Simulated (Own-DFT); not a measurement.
# How strain changes the stress of beta-Si3N4, 112 atoms (N64Si48)

Calculated, not measured: single-point runs of Own-DFT, a retired in-house plane-wave DFT program that no person has reviewed, on unrelaxed cells, without spin or spin-orbit coupling.

Method: PBE; PseudoDojo norm-conserving scalar-relativistic files; cutoff 42 hartree; 2 x 2 x 4 k mesh centred on Gamma; Fermi-Dirac smearing of 0.1 eV.

Limits: forces on such cells moved up to 12 meV/angstrom on a denser k mesh; stress not checked against mesh or cutoff.

Unstrained cell vectors in Å: (15.212, 0.000, 0.000); (-7.606, 13.174, 0.000); (0.000, 0.000, 5.818). The unstrained cell has measured lattice constants (interpolated for alloys), not those of this functional. That, the random moves and any unrelaxed bonds set the pressure at no strain. Each run strains this cell uniformly, with the atoms carried along. Random moves of width 0.05 Å per axis were added to every atom. Stress is counted positive in tension, P = -(s_xx + s_yy + s_zz)/3, and strain components are those of the symmetric tensor.

| run | e_xx (%) | e_yy (%) | e_zz (%) | e_yz (%) | e_xz (%) | e_xy (%) | s_xx (GPa) | s_yy (GPa) | s_zz (GPa) | s_yz (GPa) | s_xz (GPa) | s_xy (GPa) | P (GPa) | E (meV/atom) |
|---|---|---|---|---|---|---|---|---|---|---|---|---|---|---|
| 1 | 0.96 | 0.59 | 0.10 | -2.00 | 0.96 | -1.47 | 0.32 | -3.24 | -10.47 | -6.32 | 2.63 | -3.94 | 4.47 | 19.6 |
| 2 | 0.46 | -1.88 | 1.45 | 0.51 | -1.67 | 0.39 | -2.99 | -15.67 | -4.50 | 2.75 | -6.17 | 2.12 | 7.72 | 31.6 |
| 3 | 0.01 | -0.06 | -0.29 | -1.98 | 0.37 | 0.83 | -7.06 | -10.00 | -10.57 | -7.98 | 0.33 | 2.22 | 9.21 | 27.4 |
| 4 | -0.01 | 1.86 | 1.43 | -0.82 | -0.07 | 1.28 | -3.36 | 4.28 | -1.03 | -0.32 | 0.55 | 4.32 | 0.04 | 11.7 |
| 5 | -1.65 | 0.17 | 1.49 | 0.65 | 0.11 | 0.15 | -18.33 | -5.04 | -0.38 | 2.42 | -0.90 | 2.42 | 7.92 | 13.6 |
| 6 | 0.27 | -0.20 | 1.30 | 0.89 | -1.81 | -1.26 | -7.69 | -6.72 | 1.53 | 3.15 | -6.26 | -4.70 | 4.29 | 0.0 |
| 7 | 1.60 | -0.68 | -1.08 | -0.41 | 0.80 | -1.11 | 0.04 | -11.82 | -15.35 | -1.91 | 3.21 | -5.81 | 9.04 | 21.1 |
| 8 | 0.25 | -1.09 | 1.43 | 0.73 | 0.92 | -0.36 | -6.98 | -13.71 | -0.74 | 2.70 | 1.72 | -2.36 | 7.14 | 35.6 |
| 9 | -1.18 | -0.44 | -0.16 | 0.36 | -1.53 | -0.46 | -12.66 | -10.00 | -15.26 | -0.71 | -6.33 | 0.09 | 12.64 | 16.1 |
| 10 | -1.93 | -0.76 | 0.42 | -0.36 | 0.36 | 0.61 | -16.91 | -11.86 | -11.86 | -1.09 | 0.53 | 2.01 | 13.54 | 14.2 |
| 11 | 1.39 | 1.87 | -1.95 | 0.72 | 1.17 | -0.77 | 0.46 | 2.40 | -19.68 | 2.67 | 1.02 | -2.52 | 5.60 | 22.5 |
| 12 | 0.71 | -0.57 | 0.90 | 0.56 | -1.08 | -1.65 | -3.56 | -11.72 | -3.08 | 3.39 | -3.83 | -6.61 | 6.12 | 25.4 |
| 13 | 0.14 | -0.68 | -0.47 | -0.33 | 1.14 | -0.46 | -11.00 | -10.23 | -12.68 | -1.57 | 5.24 | 0.42 | 11.30 | 36.9 |
| 14 | -0.97 | 0.99 | 1.88 | -0.44 | 1.96 | 0.40 | -8.64 | -2.10 | 0.28 | -1.48 | 6.78 | 2.13 | 3.49 | 34.3 |
| 15 | -1.40 | 0.35 | 0.13 | 1.38 | 1.16 | -1.87 | -13.96 | -10.40 | -6.83 | 3.45 | 4.05 | -8.53 | 10.40 | 29.8 |
| 16 | -1.58 | 0.53 | -1.07 | 1.08 | 0.82 | 1.23 | -18.08 | -7.74 | -17.91 | 4.72 | 3.71 | 4.56 | 14.57 | 46.7 |
| 17 | -1.74 | -1.71 | -1.49 | 1.51 | -0.89 | 1.96 | -22.01 | -21.53 | -25.38 | 4.48 | -2.60 | 9.24 | 22.97 | 91.7 |
| 18 | 1.74 | 0.97 | -1.96 | 0.11 | -1.48 | 0.39 | ? | ? | ? | ? | ? | ? | ? | ? |

E is the free energy per atom, counted from the lowest run shown.

## Analysis

Regress every stress component on the fractional strains (shears doubled) of the visible runs, with a constant. Shear strains stay in the fit of a normal stress only where such slopes are resolved. The slopes, in GPa:

| stress | at no strain | per e_xx | per e_yy | per e_zz | scatter |
|---|---|---|---|---|---|
| s_xx | -7.5 | 574 ± 44 | 119 ± 47 | 110 ± 43 | 2.01 |
| s_yy | -8.0 | 84 ± 36 | 560 ± 39 | 106 ± 35 | 1.65 |
| s_zz | -10.2 | 115 ± 49 | 103 ± 52 | 653 ± 47 | 2.21 |

The slope of each shear stress on twice its own strain, from a fit on all six strains: yz 186 ± 14, xz 175 ± 17, xy 190 ± 20 GPa. These are stiffnesses along x, y and z of the frame in which the cell vectors are given, with the crystal's c axis along z: C11, C12, C13 and C33. Hexagonal symmetry asks that xx and yy behave alike, which is a second check on the noise. These are clamped-ion slopes: internal relaxation, where symmetry allows it, would soften some. Symmetry asks for nearly equal slopes across the diagonal; the mismatch is a measure of noise. A ninth of the table's sum, 269 ± 8 GPa, estimates the bulk modulus near the mean pressure of these runs, 8.9 GPa, so it lies above the value at zero pressure.

## Test on the hidden row

The question: what normal stresses and pressure should run 18 give?

The fit gives s_xx = 1.5, s_yy = -3.2, s_zz = -20.0 and P = 7.2 GPa. DFT gave 1.26, -1.29, -21.69 and P = 7.24 GPa.
